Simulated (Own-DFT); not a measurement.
# Energy and forces against displacement in beta-Si3N4, 112 atoms (N64Si48)

Calculated results; nothing here was measured. The program, named Own-DFT, is a retired in-house plane-wave density functional code that no person has reviewed. Each row is one single-point run on a periodic cell that was not relaxed, without spin or spin-orbit coupling.

Settings of every run: PBEsol; PseudoDojo norm-conserving scalar-relativistic files, made for PBE; cutoff 42 hartree; 2 x 2 x 4 k mesh centred on Gamma; Fermi-Dirac smearing of 0.1 eV.

Known limits, some of them of some rows only: some atoms lie very close together; forces on such cells moved up to 12 meV/angstrom on a denser k mesh; stress not checked against mesh or cutoff.

Cell vectors in Å: (15.212, 0.000, 0.000); (-7.606, 13.174, 0.000); (0.000, 0.000, 5.818). In each run every atom was moved at random and independently from its ideal site; u is the rms move along one axis. E is the free energy for each atom above the fitted value at u = 0, and F the rms of the force components.

| run | u (Å) | E (meV/atom) | F (eV/Å) | largest force (eV/Å) | P (GPa) |
|---|---|---|---|---|---|
| 1 | 0.0183 | 14.5 | 0.802 | 3.12 | 3.02 |
| 2 | 0.0188 | 15.6 | 0.812 | 3.29 | 3.06 |
| 3 | 0.0202 | 21.8 | 0.951 | 3.52 | 3.18 |
| 4 | 0.0473 | 100.7 | 1.892 | 6.70 | 5.35 |
| 5 | 0.0478 | 100.7 | 1.954 | 10.27 | 5.47 |
| 6 | 0.0502 | 114.4 | 2.052 | 8.50 | 5.86 |
| 7 | 0.0987 | 453.6 | 4.558 | 24.73 | 14.62 |
| 8 | 0.1034 | ? | ? | ? | ? |
| 9 | 0.1045 | 526.8 | 5.276 | 36.81 | 16.60 |
| 10 | 0.1439 | 994.9 | 7.751 | 35.45 | 28.70 |

## Worked fit

For small independent moves the energy grows as E = (3/2) K u², with K the mean stiffness felt by one atom. The runs with u up to 0.11 Å give K = 30.8 ± 0.7 eV/Å², with residuals divided by u² + 0.0006 Å², since the noise grows with the moves. The scatter is 5.4 meV/atom at u = 0.05 Å. The forces follow F = G u with G = 44.2 eV/Å²; no force at u = 0 is resolved. G exceeds K because the moves of its neighbours add to the force on an atom, and stiffness differs between atoms. At u = 0.144 Å the parabola gives 957 meV/atom and the run 995. The pressure follows P = 2.61 + 1260 u² GPa: at fixed volume, shortened bonds push harder than stretched ones pull.

## Withheld run

Question: what energy and rms force should run 8 give?

The fit gives 494 ± 22 meV/atom and about 4.57 eV/Å. The calculation gave 570.5 meV/atom and 5.750 eV/Å. This run lies off the fit, by chance or by something that the fit leaves out.
